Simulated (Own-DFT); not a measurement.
GaN (wurtzite, strained, atoms displaced) (calculated)

A calculation, not a measurement: plane-wave PBE density functional theory by an unreviewed code, no spin, of a simulated periodic cell, stress positive in tension, free energy of the whole cell less one offset for each atom, forces on such cells passed a denser k mesh, this cell's mesh not checked; offsets are fitted by least squares, one for each functional and potential file, so energies compare only between cells with the same atoms and settings and are not formation energies; the far tail of each file's local potential was reset to the Coulomb form; each entry is a single point on an unrelaxed cell, so the pressure reflects the starting lattice, mostly measured values (interpolated for alloys), from which strain is counted, and rises with the displacements; printed positions are rounded, which can move forces by about a meV/angstrom; the program, named Own-DFT, is a retired in-house code; no spin-orbit coupling. Program: Own-DFT development build.

Common to all runs: functional PBE; potential files PseudoDojo norm-conserving, scalar-relativistic, standard set with the stringent files for Ga; wave cutoff 96 hartree; occupations Gaussian; smearing width 0.01 eV; k mesh 3 x 4 x 3 centred on Gamma.

```yaml
- entry: 1
  formula: GaN
  kind: "wurtzite, strained, atoms displaced"
  structure:
    cell_angstrom: [[12.756, 0.0, 0.0], [-4.7835, 8.2853, 0.0], [0.0, 0.0, 10.5256]]
    atoms_fractional:
      - [Ga, 0.08589, 0.21801, 0.99735]
      - [Ga, 0.17005, 0.11105, 0.25358]
      - ["N", 0.0847, 0.22622, 0.18643]
      - ["N", 0.17433, 0.11736, 0.44644]
      - [Ga, 0.08893, 0.23359, 0.50644]
      - [Ga, 0.17108, 0.10939, 0.7516]
      - ["N", 0.07524, 0.22177, 0.68888]
      - ["N", 0.1657, 0.11345, 0.94184]
      - [Ga, 0.08913, 0.55858, 0.00027]
      - [Ga, 0.16521, 0.43915, 0.25354]
      - ["N", 0.07879, 0.547, 0.18972]
      - ["N", 0.17411, 0.4528, 0.44447]
      - [Ga, 0.07738, 0.5468, 0.51113]
      - [Ga, 0.17047, 0.45385, 0.74822]
      - ["N", 0.07611, 0.55547, 0.68936]
      - ["N", 0.16602, 0.44621, 0.94131]
      - [Ga, 0.08735, 0.88848, 0.99897]
      - [Ga, 0.17588, 0.77951, 0.25067]
      - ["N", 0.08278, 0.89269, 0.17825]
      - ["N", 0.16606, 0.78165, 0.44491]
      - [Ga, 0.08187, 0.88769, 0.50175]
      - [Ga, 0.17007, 0.77493, 0.75143]
      - ["N", 0.08897, 0.88955, 0.68535]
      - ["N", 0.16482, 0.77497, 0.93095]
      - [Ga, 0.33549, 0.22487, 0.00411]
      - [Ga, 0.41149, 0.1094, 0.24986]
      - ["N", 0.33338, 0.22125, 0.18451]
      - ["N", 0.40654, 0.09589, 0.43578]
      - [Ga, 0.33756, 0.22294, 0.49603]
      - [Ga, 0.40627, 0.10562, 0.74467]
      - ["N", 0.33587, 0.22459, 0.68202]
      - ["N", 0.42048, 0.11061, 0.93575]
      - [Ga, 0.34015, 0.56162, 0.99993]
      - [Ga, 0.41856, 0.44608, 0.25233]
      - ["N", 0.33751, 0.56494, 0.19633]
      - ["N", 0.41957, 0.45105, 0.43988]
      - [Ga, 0.32903, 0.54844, 0.50371]
      - [Ga, 0.41172, 0.4412, 0.74867]
      - ["N", 0.33993, 0.5558, 0.68702]
      - ["N", 0.4123, 0.44332, 0.93183]
      - [Ga, 0.32772, 0.88824, 0.00663]
      - [Ga, 0.41771, 0.77208, 0.25943]
      - ["N", 0.33306, 0.88848, 0.18978]
      - ["N", 0.41553, 0.79264, 0.44758]
      - [Ga, 0.32884, 0.88884, 0.50475]
      - [Ga, 0.41113, 0.76397, 0.74023]
      - ["N", 0.33063, 0.88189, 0.69041]
      - ["N", 0.4208, 0.77863, 0.93453]
      - [Ga, 0.58246, 0.22448, 0.9989]
      - [Ga, 0.66001, 0.0968, 0.25518]
      - ["N", 0.58299, 0.2271, 0.18864]
      - ["N", 0.65883, 0.10164, 0.44301]
      - [Ga, 0.57785, 0.20655, 0.48891]
      - [Ga, 0.66809, 0.11541, 0.75287]
      - ["N", 0.58424, 0.22379, 0.69672]
      - ["N", 0.66493, 0.11458, 0.93734]
      - [Ga, 0.58175, 0.55112, 0.01257]
      - [Ga, 0.66693, 0.44752, 0.25288]
      - ["N", 0.58004, 0.54748, 0.18595]
      - ["N", 0.66282, 0.44661, 0.43948]
      - [Ga, 0.58666, 0.56105, 0.49546]
      - [Ga, 0.6689, 0.45048, 0.75238]
      - ["N", 0.57687, 0.54387, 0.69336]
      - ["N", 0.66699, 0.44155, 0.93627]
      - [Ga, 0.57799, 0.88509, 0.00193]
      - [Ga, 0.66681, 0.77432, 0.24846]
      - ["N", 0.58047, 0.88669, 0.19601]
      - ["N", 0.66756, 0.78674, 0.43759]
      - [Ga, 0.5779, 0.88664, 0.5083]
      - [Ga, 0.66722, 0.78328, 0.74797]
      - ["N", 0.58097, 0.88251, 0.68534]
      - ["N", 0.65534, 0.7634, 0.93287]
      - [Ga, 0.83395, 0.21428, 0.99259]
      - [Ga, 0.91689, 0.11834, 0.25536]
      - ["N", 0.83371, 0.21054, 0.18644]
      - ["N", 0.91822, 0.10753, 0.44625]
      - [Ga, 0.83104, 0.22267, 0.49494]
      - [Ga, 0.91722, 0.11916, 0.75618]
      - ["N", 0.83837, 0.224, 0.68007]
      - ["N", 0.91301, 0.11605, 0.92789]
      - [Ga, 0.82829, 0.55787, 0.99584]
      - [Ga, 0.912, 0.44641, 0.253]
      - ["N", 0.83175, 0.56244, 0.18363]
      - ["N", 0.9192, 0.43899, 0.44281]
      - [Ga, 0.82922, 0.55699, 0.51108]
      - [Ga, 0.91516, 0.4431, 0.7477]
      - ["N", 0.83816, 0.56162, 0.68356]
      - ["N", 0.9201, 0.44697, 0.94108]
      - [Ga, 0.82328, 0.87221, 0.00429]
      - [Ga, 0.92489, 0.78527, 0.25654]
      - ["N", 0.83477, 0.89764, 0.18076]
      - ["N", 0.91448, 0.77087, 0.4294]
      - [Ga, 0.82959, 0.89373, 0.50215]
      - [Ga, 0.92185, 0.7879, 0.7474]
      - ["N", 0.83763, 0.8945, 0.68351]
      - ["N", 0.9158, 0.77475, 0.93601]
  results:
    "free_energy_of_cell_above_offsets [eV]": "-5.302"
    "pressure [GPa]": 4.04
    "stress_xx [GPa]": -5.22
    "stress_yy [GPa]": -4.5
    "stress_zz [GPa]": -2.4
    "stress_yz [GPa]": -0.1
    "stress_xz [GPa]": 0.08
    "stress_xy [GPa]": 0.28
    force_element: [Ga, Ga, "N", "N", Ga, Ga, "N", "N", Ga, Ga, "N", "N", Ga, Ga, "N", "N", Ga, Ga, "N", "N", Ga, Ga, "N", "N", Ga, Ga, "N", "N", Ga, Ga, "N", "N", Ga, Ga, "N", "N", Ga, Ga, "N", "N", Ga, Ga, "N", "N", Ga, Ga, "N", "N", Ga, Ga, "N", "N", Ga, Ga, "N", "N", Ga, Ga, "N", "N", Ga, Ga, "N", "N", Ga, Ga, "N", "N", Ga, Ga, "N", "N", Ga, Ga, "N", "N", Ga, Ga, "N", "N", Ga, Ga, "N", "N", Ga, Ga, "N", "N", Ga, Ga, "N", "N", Ga, Ga, "N", "N"]
    "force_x [eV/angstrom]": [-1.965, -0.971, 0.514, -1.411, -0.07, -1.168, 2.281, 1.491, -1.295, -0.133, 0.384, -1.711, 0.463, -0.415, 1.758, 1.272, -1.128, -2.23, 1.189, 0.054, -0.27, -1.114, -0.409, 0.42, 0.144, 1.105, -0.238, 0.501, 0.153, 2.247, -0.835, -1.645, -0.934, -0.754, 0.055, 0.094, 1.296, 1.62, -1.776, 0.76, 1.285, -0.749, 1.0, 1.109, -0.564, 0.504, 0.316, -1.641, 0.495, 0.278, 0.205, 1.518, -1.457, 0.004, -0.564, 0.715, -0.234, 0.902, -0.204, 1.024, -0.523, -0.065, 0.178, -0.92, 0.793, 0.238, 0.261, -0.151, 0.444, 0.697, -0.346, 0.561, -1.539, 1.349, -2.287, -0.087, 0.3, -0.033, -1.436, 2.077, 1.725, 0.279, 0.273, -1.507, 0.482, -0.55, -0.518, -0.611, 0.14, -0.962, 0.251, -0.304, 1.122, 0.02, -0.578, -0.052]
    "force_y [eV/angstrom]": [0.879, 0.049, -0.866, -0.515, -1.426, 0.488, 0.999, -0.775, -0.751, 0.902, 1.198, -0.91, 1.399, -1.292, 0.298, -0.021, -0.225, -1.259, -0.077, -1.293, 0.322, -0.038, 0.111, 0.514, -0.164, 0.197, 0.629, 2.057, 0.526, 0.522, -0.317, -0.393, -0.389, -0.307, -1.878, -0.556, 1.905, -0.25, -1.366, -0.315, 0.149, 1.455, 0.126, -2.283, -0.71, 2.718, 0.356, -0.195, -0.231, 2.171, -0.94, 0.505, 1.921, -0.372, -0.453, -0.885, -0.425, -0.316, 0.989, -0.97, 0.055, -0.725, 1.812, 0.539, 0.827, 0.736, -1.174, -0.876, -0.238, -1.398, 0.862, 1.09, 1.559, -0.917, 1.429, 1.368, -0.939, -0.845, -0.106, -1.686, -0.646, -0.511, -0.233, 0.716, -0.393, -0.35, 0.017, -0.224, 1.236, -0.461, -0.933, 0.776, -0.712, -0.485, -0.325, 0.933]
    "force_z [eV/angstrom]": [0.469, -0.108, 0.426, -1.242, -0.231, -0.322, 0.422, -1.11, 0.53, -0.173, 0.201, -0.799, -1.567, 0.826, 0.476, -0.772, -0.589, 0.813, 1.779, -1.009, -0.33, -0.57, 0.69, 1.291, -1.308, -0.173, 1.032, -0.276, 0.465, 1.048, 0.275, 0.252, 0.371, 0.138, -1.032, -0.516, -0.306, 0.48, -0.596, 1.391, -1.39, 0.541, -0.214, -0.853, 0.422, 1.802, -0.327, -0.079, 0.302, -0.595, 0.404, -1.024, 1.976, -0.592, -1.593, 0.444, -3.401, -0.052, 1.624, -0.298, 1.615, -0.404, -1.322, 0.453, -0.071, 0.24, -1.286, -0.348, -0.902, 0.035, 1.132, 1.134, 1.49, 0.07, 0.111, -1.408, 0.691, -2.121, 0.726, 2.199, 0.537, -0.682, 0.693, -0.88, -2.624, 1.24, 2.012, -0.646, -1.604, -2.452, 1.752, 2.571, -0.288, 0.399, 0.883, -0.389]
- entry: 2
  formula: GaN
  kind: "wurtzite, strained, atoms displaced"
  structure:
    cell_angstrom: [[12.756, 0.0, 0.0], [-4.7835, 8.2853, 0.0], [0.0, 0.0, 10.5256]]
    atoms_fractional:
      - [Ga, 0.08471, 0.22562, 0.00267]
      - [Ga, 0.16317, 0.10917, 0.25307]
      - ["N", 0.09384, 0.22723, 0.18257]
      - ["N", 0.16064, 0.10895, 0.43808]
      - [Ga, 0.08556, 0.22878, 0.4991]
      - [Ga, 0.1675, 0.11039, 0.75351]
      - ["N", 0.08431, 0.2243, 0.68562]
      - ["N", 0.16671, 0.10277, 0.93652]
      - [Ga, 0.08285, 0.55302, 0.0035]
      - [Ga, 0.16464, 0.44358, 0.24912]
      - ["N", 0.08099, 0.55565, 0.19236]
      - ["N", 0.16731, 0.45105, 0.44128]
      - [Ga, 0.08043, 0.55551, 0.49917]
      - [Ga, 0.16972, 0.44237, 0.75616]
      - ["N", 0.0808, 0.54912, 0.69499]
      - ["N", 0.1694, 0.45513, 0.94565]
      - [Ga, 0.08702, 0.88258, 0.0037]
      - [Ga, 0.16865, 0.77331, 0.24956]
      - ["N", 0.08685, 0.89478, 0.18688]
      - ["N", 0.15995, 0.77816, 0.44086]
      - [Ga, 0.09571, 0.8991, 0.49694]
      - [Ga, 0.16897, 0.7702, 0.75359]
      - ["N", 0.0835, 0.89245, 0.67146]
      - ["N", 0.16516, 0.78031, 0.9408]
      - [Ga, 0.33314, 0.21992, 8.0e-05]
      - [Ga, 0.41528, 0.11137, 0.24606]
      - ["N", 0.33582, 0.21967, 0.18573]
      - ["N", 0.40968, 0.10934, 0.44004]
      - [Ga, 0.33177, 0.22594, 0.5076]
      - [Ga, 0.41303, 0.11698, 0.75328]
      - ["N", 0.33686, 0.23626, 0.68827]
      - ["N", 0.42126, 0.11763, 0.93698]
      - [Ga, 0.33418, 0.56395, 0.00115]
      - [Ga, 0.41857, 0.4522, 0.25809]
      - ["N", 0.33797, 0.55652, 0.18668]
      - ["N", 0.42132, 0.44887, 0.44483]
      - [Ga, 0.32757, 0.53285, 0.50523]
      - [Ga, 0.41436, 0.44609, 0.75749]
      - ["N", 0.32898, 0.56069, 0.69036]
      - ["N", 0.41799, 0.45779, 0.93443]
      - [Ga, 0.32763, 0.87781, 0.99374]
      - [Ga, 0.41898, 0.77693, 0.24949]
      - ["N", 0.33277, 0.89047, 0.19723]
      - ["N", 0.41645, 0.76709, 0.43323]
      - [Ga, 0.32815, 0.8959, 0.50102]
      - [Ga, 0.41129, 0.77427, 0.75266]
      - ["N", 0.33443, 0.89093, 0.69481]
      - ["N", 0.41635, 0.76645, 0.93978]
      - [Ga, 0.58724, 0.21642, 0.01041]
      - [Ga, 0.67255, 0.11595, 0.23824]
      - ["N", 0.5787, 0.2222, 0.19304]
      - ["N", 0.66719, 0.1168, 0.43776]
      - [Ga, 0.58675, 0.23351, 0.49241]
      - [Ga, 0.66728, 0.11135, 0.75055]
      - ["N", 0.58241, 0.22451, 0.68529]
      - ["N", 0.66396, 0.10847, 0.93966]
      - [Ga, 0.58343, 0.54892, 0.99166]
      - [Ga, 0.66786, 0.44711, 0.24884]
      - ["N", 0.58109, 0.55722, 0.18761]
      - ["N", 0.66668, 0.44353, 0.44916]
      - [Ga, 0.58685, 0.55303, 0.49669]
      - [Ga, 0.66859, 0.43769, 0.74958]
      - ["N", 0.5823, 0.55253, 0.69942]
      - ["N", 0.66705, 0.44654, 0.94061]
      - [Ga, 0.58632, 0.89829, 0.00052]
      - [Ga, 0.66906, 0.77532, 0.24394]
      - ["N", 0.58944, 0.8991, 0.18807]
      - ["N", 0.66992, 0.78082, 0.43508]
      - [Ga, 0.58032, 0.88212, 0.50806]
      - [Ga, 0.66069, 0.77246, 0.74564]
      - ["N", 0.58451, 0.89084, 0.68824]
      - ["N", 0.66918, 0.77355, 0.93874]
      - [Ga, 0.831, 0.22276, 0.00054]
      - [Ga, 0.91426, 0.10968, 0.25696]
      - ["N", 0.83331, 0.22238, 0.19573]
      - ["N", 0.91387, 0.10943, 0.44025]
      - [Ga, 0.8403, 0.22757, 0.50942]
      - [Ga, 0.91519, 0.10725, 0.74623]
      - ["N", 0.83671, 0.2251, 0.68771]
      - ["N", 0.91587, 0.10937, 0.93708]
      - [Ga, 0.82495, 0.54767, 0.00786]
      - [Ga, 0.91385, 0.44726, 0.24923]
      - ["N", 0.83303, 0.5626, 0.19595]
      - ["N", 0.91049, 0.44076, 0.44165]
      - [Ga, 0.82267, 0.53601, 0.50019]
      - [Ga, 0.9165, 0.44376, 0.74561]
      - ["N", 0.8367, 0.55434, 0.6971]
      - ["N", 0.92029, 0.44881, 0.94701]
      - [Ga, 0.83487, 0.8942, 0.99466]
      - [Ga, 0.90916, 0.77067, 0.24878]
      - ["N", 0.82954, 0.8798, 0.18798]
      - ["N", 0.91792, 0.78487, 0.43998]
      - [Ga, 0.84015, 0.8882, 0.50073]
      - [Ga, 0.91368, 0.76816, 0.74781]
      - ["N", 0.83175, 0.88868, 0.68672]
      - ["N", 0.91569, 0.77541, 0.93234]
  results:
    "free_energy_of_cell_above_offsets [eV]": "-5.035"
    "pressure [GPa]": 4.28
    "stress_xx [GPa]": -5.58
    "stress_yy [GPa]": -6.74
    "stress_zz [GPa]": -0.51
    "stress_yz [GPa]": -0.52
    "stress_xz [GPa]": 0.43
    "stress_xy [GPa]": 0.61
    force_element: [Ga, Ga, "N", "N", Ga, Ga, "N", "N", Ga, Ga, "N", "N", Ga, Ga, "N", "N", Ga, Ga, "N", "N", Ga, Ga, "N", "N", Ga, Ga, "N", "N", Ga, Ga, "N", "N", Ga, Ga, "N", "N", Ga, Ga, "N", "N", Ga, Ga, "N", "N", Ga, Ga, "N", "N", Ga, Ga, "N", "N", Ga, Ga, "N", "N", Ga, Ga, "N", "N", Ga, Ga, "N", "N", Ga, Ga, "N", "N", Ga, Ga, "N", "N", Ga, Ga, "N", "N", Ga, Ga, "N", "N", Ga, Ga, "N", "N", Ga, Ga, "N", "N", Ga, Ga, "N", "N", Ga, Ga, "N", "N"]
    "force_x [eV/angstrom]": [0.352, 1.269, -1.852, 0.762, -0.548, -0.408, 0.16, -0.526, -0.634, 0.816, 0.152, -0.101, -0.201, -1.106, 0.554, 0.451, -2.425, -1.056, -0.243, 2.0, -2.754, -1.514, 0.606, 1.132, -0.193, -0.512, -1.125, 0.398, 0.256, 1.063, -0.316, 0.226, 0.876, 0.379, -1.119, 0.236, -0.902, 0.139, 1.101, 0.171, 0.909, 0.099, 0.747, -0.861, 1.72, 0.979, -0.449, -0.646, -1.86, -1.48, 1.417, 0.485, -0.036, -0.537, 0.234, 0.605, -1.251, -1.148, 0.653, -0.909, -0.923, -0.755, 0.201, 0.791, 0.825, -1.201, -0.222, 0.07, -0.186, 0.989, -0.715, -1.1, 1.13, 0.72, 1.024, 0.674, -1.399, 0.483, -0.447, -0.114, 1.105, 0.459, 0.308, 1.251, 1.372, 0.474, -0.868, -1.036, 0.583, 1.213, 0.388, 1.552, -1.622, 0.157, 0.129, 0.453]
    "force_y [eV/angstrom]": [-0.517, 0.269, -0.333, 1.953, -0.817, -0.553, -0.058, 0.971, 0.654, 0.476, -0.399, -0.866, 0.434, -0.253, 0.426, -1.35, 0.743, 1.009, -1.469, -0.95, -1.103, 0.725, -0.385, -1.48, 0.831, -0.355, 0.968, 1.197, -0.482, 0.045, -1.42, -0.967, -2.157, -1.184, -0.01, -1.257, 3.18, 1.01, -0.915, -1.656, 1.586, 0.536, -0.706, 0.259, -1.534, 0.883, 0.319, 3.157, 0.999, -0.574, 0.604, -0.332, -3.759, 0.212, -0.745, 1.047, 1.109, -0.143, -0.751, 0.796, 1.813, 0.687, -0.418, -1.848, -2.578, 0.484, -1.213, -0.582, 0.836, 0.595, -0.307, 0.81, 0.188, -0.498, 1.012, 0.802, -1.465, 0.14, -0.482, 1.287, 1.623, -0.31, -2.297, 0.424, 3.423, -0.032, -1.069, -0.844, -1.328, 2.697, 1.904, -1.903, 0.078, 2.081, -0.528, -0.102]
    "force_z [eV/angstrom]": [-0.943, -0.383, 1.139, -0.367, 0.254, -0.886, 0.619, 0.252, 0.289, 0.28, -0.311, -0.908, 0.828, -0.04, -0.836, -0.839, -0.031, 0.689, 0.46, -1.013, -0.235, -0.77, 3.414, -0.721, 0.198, 1.246, 0.5, -0.345, -1.155, -0.447, 0.473, 0.582, 1.122, -0.95, 0.278, -0.74, 0.041, -0.891, -0.261, 1.28, 1.162, 0.515, -1.758, 1.391, 0.025, -0.258, -0.589, -0.697, -1.18, 3.063, -0.288, -0.008, 1.187, -0.678, 0.175, -0.608, 1.064, 0.5, -0.157, -2.612, 1.509, 0.636, -1.569, -0.172, 0.314, 1.01, -0.744, 0.377, -2.135, 0.972, 0.975, -0.325, 0.149, -0.689, -1.654, 0.076, -1.763, 0.478, 1.172, -0.1, -0.994, 0.8, -1.109, -0.759, 1.217, 1.676, -1.742, -0.702, 0.495, 1.487, -0.808, -0.805, 0.273, -0.035, 0.165, 1.196]
- entry: 3
  formula: GaN
  kind: "wurtzite, strained, atoms displaced"
  structure:
    cell_angstrom: [[12.756, 0.0, 0.0], [-4.7835, 8.2853, 0.0], [0.0, 0.0, 10.5256]]
    atoms_fractional:
      - [Ga, 0.08702, 0.22749, 0.00295]
      - [Ga, 0.16344, 0.10102, 0.24992]
      - ["N", 0.08751, 0.23113, 0.18559]
      - ["N", 0.1661, 0.10958, 0.43706]
      - [Ga, 0.08434, 0.22542, 0.50163]
      - [Ga, 0.16836, 0.10654, 0.73935]
      - ["N", 0.07749, 0.22051, 0.68867]
      - ["N", 0.16936, 0.10819, 0.93257]
      - [Ga, 0.07626, 0.54091, 0.99738]
      - [Ga, 0.16717, 0.44195, 0.25523]
      - ["N", 0.08285, 0.54973, 0.18992]
      - ["N", 0.15764, 0.43849, 0.43204]
      - [Ga, 0.07921, 0.55192, 0.49325]
      - [Ga, 0.17386, 0.4424, 0.75132]
      - ["N", 0.08204, 0.55388, 0.68255]
      - ["N", 0.16457, 0.44432, 0.94492]
      - [Ga, 0.08078, 0.89292, 0.00171]
      - [Ga, 0.16563, 0.77499, 0.25]
      - ["N", 0.07934, 0.88132, 0.19461]
      - ["N", 0.16818, 0.77724, 0.43339]
      - [Ga, 0.08506, 0.8839, 0.50677]
      - [Ga, 0.17439, 0.77855, 0.74573]
      - ["N", 0.08014, 0.89573, 0.69174]
      - ["N", 0.16628, 0.77839, 0.92938]
      - [Ga, 0.33808, 0.21864, 0.00124]
      - [Ga, 0.41847, 0.10928, 0.25379]
      - ["N", 0.33398, 0.22496, 0.18876]
      - ["N", 0.42005, 0.12031, 0.44151]
      - [Ga, 0.33158, 0.22276, 0.49515]
      - [Ga, 0.41267, 0.10924, 0.75233]
      - ["N", 0.33614, 0.22652, 0.68]
      - ["N", 0.41687, 0.11116, 0.94056]
      - [Ga, 0.33938, 0.55468, 0.00187]
      - [Ga, 0.41661, 0.43933, 0.24954]
      - ["N", 0.34029, 0.55979, 0.19248]
      - ["N", 0.41661, 0.44216, 0.44837]
      - [Ga, 0.33736, 0.55311, 0.49622]
      - [Ga, 0.41882, 0.44111, 0.74969]
      - ["N", 0.32912, 0.5461, 0.69718]
      - ["N", 0.41383, 0.45041, 0.93026]
      - [Ga, 0.33231, 0.89155, 0.00014]
      - [Ga, 0.40914, 0.77379, 0.24876]
      - ["N", 0.34238, 0.89539, 0.19042]
      - ["N", 0.41611, 0.77862, 0.43078]
      - [Ga, 0.33194, 0.8979, 0.50099]
      - [Ga, 0.42325, 0.77552, 0.75596]
      - ["N", 0.3313, 0.88988, 0.68869]
      - ["N", 0.41698, 0.77771, 0.93422]
      - [Ga, 0.58116, 0.22212, 0.00085]
      - [Ga, 0.66821, 0.11058, 0.25294]
      - ["N", 0.58075, 0.2151, 0.19425]
      - ["N", 0.66249, 0.10801, 0.43728]
      - [Ga, 0.58352, 0.22202, 0.49899]
      - [Ga, 0.67098, 0.11755, 0.74565]
      - ["N", 0.5808, 0.21939, 0.69155]
      - ["N", 0.6705, 0.1073, 0.94185]
      - [Ga, 0.58607, 0.55139, 0.9906]
      - [Ga, 0.66481, 0.44853, 0.25083]
      - ["N", 0.58515, 0.55579, 0.189]
      - ["N", 0.67254, 0.45062, 0.43703]
      - [Ga, 0.58319, 0.55932, 0.50315]
      - [Ga, 0.66319, 0.44619, 0.76127]
      - ["N", 0.58412, 0.55828, 0.69172]
      - ["N", 0.67333, 0.44263, 0.95412]
      - [Ga, 0.58619, 0.88398, 0.00383]
      - [Ga, 0.66943, 0.77945, 0.25383]
      - ["N", 0.58927, 0.89222, 0.1965]
      - ["N", 0.66873, 0.76895, 0.43327]
      - [Ga, 0.57575, 0.88931, 0.49916]
      - [Ga, 0.67609, 0.78907, 0.75074]
      - ["N", 0.57506, 0.87939, 0.68341]
      - ["N", 0.66788, 0.77823, 0.93632]
      - [Ga, 0.83349, 0.21182, 0.00425]
      - [Ga, 0.91252, 0.10457, 0.24736]
      - ["N", 0.83701, 0.2256, 0.18508]
      - ["N", 0.91729, 0.11484, 0.44996]
      - [Ga, 0.83402, 0.22173, 0.49717]
      - [Ga, 0.91949, 0.10525, 0.75326]
      - ["N", 0.84147, 0.22786, 0.69004]
      - ["N", 0.91283, 0.10406, 0.93582]
      - [Ga, 0.82188, 0.54185, 0.0015]
      - [Ga, 0.9151, 0.44458, 0.25331]
      - ["N", 0.8337, 0.55025, 0.18492]
      - ["N", 0.92157, 0.44762, 0.43529]
      - [Ga, 0.83726, 0.55664, 0.49979]
      - [Ga, 0.91439, 0.44356, 0.74526]
      - ["N", 0.83392, 0.55633, 0.6949]
      - ["N", 0.91774, 0.448, 0.92973]
      - [Ga, 0.83595, 0.8763, 0.00694]
      - [Ga, 0.9188, 0.77687, 0.24914]
      - ["N", 0.83486, 0.88854, 0.19066]
      - ["N", 0.91004, 0.77962, 0.44054]
      - [Ga, 0.82946, 0.88589, 0.50645]
      - [Ga, 0.91241, 0.77998, 0.74663]
      - ["N", 0.83534, 0.89341, 0.68903]
      - ["N", 0.91349, 0.78573, 0.94171]
  results:
    "free_energy_of_cell_above_offsets [eV]": "-5.599"
    "pressure [GPa]": 4.14
    "stress_xx [GPa]": -6.26
    "stress_yy [GPa]": -5.41
    "stress_zz [GPa]": -0.75
    "stress_yz [GPa]": -0.6
    "stress_xz [GPa]": 0.48
    "stress_xy [GPa]": -0.11
    force_element: [Ga, Ga, "N", "N", Ga, Ga, "N", "N", Ga, Ga, "N", "N", Ga, Ga, "N", "N", Ga, Ga, "N", "N", Ga, Ga, "N", "N", Ga, Ga, "N", "N", Ga, Ga, "N", "N", Ga, Ga, "N", "N", Ga, Ga, "N", "N", Ga, Ga, "N", "N", Ga, Ga, "N", "N", Ga, Ga, "N", "N", Ga, Ga, "N", "N", Ga, Ga, "N", "N", Ga, Ga, "N", "N", Ga, Ga, "N", "N", Ga, Ga, "N", "N", Ga, Ga, "N", "N", Ga, Ga, "N", "N", Ga, Ga, "N", "N", Ga, Ga, "N", "N", Ga, Ga, "N", "N", Ga, Ga, "N", "N"]
    "force_x [eV/angstrom]": [0.016, -0.436, 0.156, -0.142, -0.044, -0.639, 1.824, -0.168, -0.451, 0.083, -0.221, 1.663, 1.343, -2.74, 0.538, 1.508, 0.832, 0.673, 0.754, -0.294, -1.152, -2.101, 0.956, -0.072, -1.911, -0.391, 0.276, -0.151, 0.026, 0.306, 0.052, 0.546, -1.929, 0.187, -0.541, 0.409, -1.926, -0.673, 1.531, 2.329, 0.099, 1.982, -1.998, -0.845, 0.883, -1.78, 1.626, 0.142, 1.386, 0.003, 0.159, 0.729, 0.108, 0.349, -0.081, -1.248, -1.437, 1.036, -0.661, -0.587, 1.012, 1.003, 0.484, -4.119, -0.714, -0.241, -0.694, -1.265, 1.264, -1.523, 1.764, 0.648, -0.253, 0.676, -0.289, 0.185, -0.485, -0.94, -0.962, 1.0, 5.142, 0.632, -0.639, -1.663, -0.663, 1.069, -1.071, -0.739, -3.174, -1.046, 0.193, 1.887, -0.044, 1.126, -0.252, 2.801]
    "force_y [eV/angstrom]": [-1.17, 1.349, -1.988, -0.24, -0.566, 1.932, 0.389, 0.845, 1.933, 0.531, 0.694, 0.722, 0.798, -0.658, 0.286, 0.103, -0.855, -0.322, 0.714, 0.176, 0.299, -1.24, -2.09, -0.122, 0.756, 0.634, -1.176, -0.869, -0.262, 0.162, -0.766, 0.242, 0.646, 1.086, -1.056, 0.331, 0.563, 0.266, 1.665, -1.513, -1.158, 0.652, -0.631, -0.333, -0.83, -0.714, 0.443, 0.236, -1.464, 0.27, 1.173, 0.512, 1.145, -0.674, 0.685, 0.158, 0.801, -0.788, 0.141, -0.813, -0.75, -0.361, 0.348, -1.786, 0.547, -0.529, -0.789, 1.286, -0.585, -0.97, 1.517, -0.565, 1.154, 1.41, -0.486, -1.168, 0.238, 1.299, -1.386, -0.011, 3.041, -0.081, 0.593, -0.8, 0.141, 0.644, 0.046, -0.998, 2.356, -0.944, -0.492, -0.192, 0.724, -0.403, -0.531, -2.556]
    "force_z [eV/angstrom]": [-0.837, 0.11, 0.65, 0.123, 0.199, 1.409, -0.22, 0.519, 0.47, -1.329, -0.356, 1.326, 1.38, 0.652, 0.03, -1.111, -0.682, -0.563, -1.327, 0.696, -0.829, 0.579, -0.974, 1.585, -0.098, 0.143, -0.071, -0.606, 0.529, -0.421, 0.824, -0.68, 0.441, 0.623, -0.669, -1.731, 0.891, -0.536, -1.909, 1.045, -0.064, 0.163, -0.903, 1.283, -0.03, -0.716, -0.637, 1.636, 1.011, -0.535, -0.824, 0.491, 0.488, 0.842, -0.03, -0.681, 1.402, 0.189, -0.899, 0.481, 0.1, -1.23, 0.144, -2.958, 0.369, -0.556, -1.076, 1.377, -0.371, 0.155, 0.024, 0.216, -1.161, 0.978, 1.128, -1.866, 0.929, 0.289, -0.874, 0.976, 0.77, -0.894, 0.646, 0.171, 0.457, 0.716, -0.856, 1.103, 0.207, 0.964, -0.098, -0.206, -0.899, 1.232, -0.383, -1.457]
```
